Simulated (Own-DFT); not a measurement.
# Strain and stress in beta-Si3N4, 112 atoms (N64Si48)

These are calculations, not measurements. They come from Own-DFT, an in-house plane-wave density functional program, since retired, whose code no person has reviewed. Each row is one single-point run on a periodic cell that was not relaxed, without spin or spin-orbit coupling.

Settings of every run: PBE; PseudoDojo norm-conserving scalar-relativistic files; cutoff 42 hartree; 2 x 2 x 4 k mesh centred on Gamma; Fermi-Dirac smearing of 0.1 eV.

Known limits, some of them of some rows only: some atoms lie very close together; forces on such cells moved up to 12 meV/angstrom on a denser k mesh; stress not checked against mesh or cutoff.

Unstrained cell vectors in Å: (15.212, 0.000, 0.000); (-7.606, 13.174, 0.000); (0.000, 0.000, 5.818). The unstrained cell has measured lattice constants (interpolated for alloys), not those of this functional. That, the random moves and any unrelaxed bonds set the pressure at no strain. Each run strains this cell uniformly, with the atoms carried along. Every atom was also moved at random, by a Gaussian of width 0.05 Å on each axis. Strain is the symmetric tensor, in per cent. Stress is positive in tension, and the pressure is minus a third of its trace.

| run | e_xx (%) | e_yy (%) | e_zz (%) | e_yz (%) | e_xz (%) | e_xy (%) | s_xx (GPa) | s_yy (GPa) | s_zz (GPa) | s_yz (GPa) | s_xz (GPa) | s_xy (GPa) | P (GPa) | E (meV/atom) |
|---|---|---|---|---|---|---|---|---|---|---|---|---|---|---|
| 1 | 0.23 | -1.43 | 0.08 | -1.57 | 0.72 | 0.19 | -10.44 | -15.79 | -8.45 | -6.03 | 1.70 | 0.75 | 11.56 | 38.3 |
| 2 | -1.07 | -0.36 | -0.66 | -1.11 | 1.03 | 0.11 | -15.72 | -10.68 | -15.60 | -3.58 | 1.20 | -0.11 | 14.00 | 38.5 |
| 3 | 0.77 | 1.69 | 1.97 | 0.52 | -1.98 | -1.94 | 0.86 | 4.73 | 1.27 | 1.81 | -5.39 | -6.87 | -2.29 | 27.9 |
| 4 | 0.48 | 0.95 | 1.99 | -1.02 | 1.93 | 1.68 | -1.52 | -1.00 | 4.86 | -2.57 | 5.87 | 7.47 | -0.78 | 12.1 |
| 5 | -0.13 | 1.67 | -1.90 | 0.64 | -1.04 | -0.84 | -6.68 | -0.90 | -21.70 | 2.09 | -3.45 | -3.69 | 9.76 | 22.7 |
| 6 | 0.77 | 1.46 | 0.74 | -0.40 | -0.02 | -1.07 | 0.23 | 0.95 | -3.27 | -2.27 | -1.58 | -3.87 | 0.70 | 0.0 |
| 7 | 1.25 | -1.64 | -0.63 | 0.66 | 1.45 | -1.51 | -5.62 | -14.30 | -15.53 | 3.22 | 5.37 | -5.20 | 11.82 | 43.1 |
| 8 | -1.96 | -1.93 | -1.84 | 1.93 | -0.39 | -1.44 | -24.35 | -26.57 | -28.11 | 6.83 | -2.87 | -7.69 | 26.34 | 102.0 |
| 9 | 0.35 | -0.93 | -0.60 | 1.05 | 1.37 | 1.34 | -7.08 | -12.94 | -15.37 | 3.28 | 5.29 | 3.98 | 11.80 | 29.8 |
| 10 | -1.95 | 0.29 | 1.12 | -1.10 | 1.56 | 0.64 | -17.96 | -5.44 | -5.07 | -3.87 | 5.22 | 2.71 | 9.49 | 33.3 |
| 11 | -1.08 | 1.90 | 0.96 | -1.04 | -1.40 | 0.16 | -8.86 | 1.76 | -4.32 | -3.32 | -5.40 | 1.11 | 3.81 | 13.2 |
| 12 | 1.93 | 0.87 | 0.81 | -1.97 | -0.74 | 1.92 | 0.91 | 1.12 | -2.88 | -6.95 | -3.24 | 8.00 | 0.28 | 32.8 |
| 13 | -0.47 | 0.52 | 0.15 | 0.76 | 0.01 | -0.48 | -8.63 | -3.92 | -9.00 | 2.57 | -1.17 | -2.62 | 7.19 | 6.6 |
| 14 | -0.09 | -1.25 | 0.22 | -0.28 | -0.25 | 1.64 | -9.13 | -15.46 | -9.72 | -3.04 | -1.84 | 7.65 | 11.44 | 30.8 |
| 15 | -1.24 | -0.59 | -1.63 | -0.67 | 0.95 | 0.29 | ? | ? | ? | ? | ? | ? | ? | ? |

E is the free energy for each atom above the lowest run shown.

## Worked fit

Each stress component was fitted by least squares to a constant and the strains of the runs shown, as fractions, with shears doubled. Shear strains stay in the fit of a normal stress only where such slopes are resolved. The slopes, in GPa:

| stress | at no strain | per e_xx | per e_yy | per e_zz | scatter |
|---|---|---|---|---|---|
| s_xx | -8.2 | 509 ± 37 | 200 ± 35 | 78 ± 40 | 1.48 |
| s_yy | -7.9 | 146 ± 41 | 559 ± 38 | 122 ± 44 | 1.63 |
| s_zz | -10.6 | 106 ± 39 | 63 ± 36 | 662 ± 42 | 1.53 |

Each shear stress against twice its own strain: yz 173 ± 15, xz 170 ± 15, xy 192 ± 11 GPa. These are stiffnesses along x, y and z of the frame in which the cell vectors are given, which need not be the crystal's axes. The atoms are held to the strained lattice; where symmetry lets them move under strain, relaxing them would lower some slopes. The table should be nearly symmetric about its diagonal, and what it lacks of that shows the noise. A ninth of its sum, 272 ± 9 GPa, estimates the bulk modulus near the mean pressure of these runs, 8.2 GPa, so it lies above the value at zero pressure.

## Withheld run

Question: what normal stresses and pressure should run 15 give?

The fit gives s_xx = -16.9, s_yy = -14.9, s_zz = -23.1 and P = 18.3 GPa. The calculation gave -18.10, -14.06, -23.34 and P = 18.50 GPa.
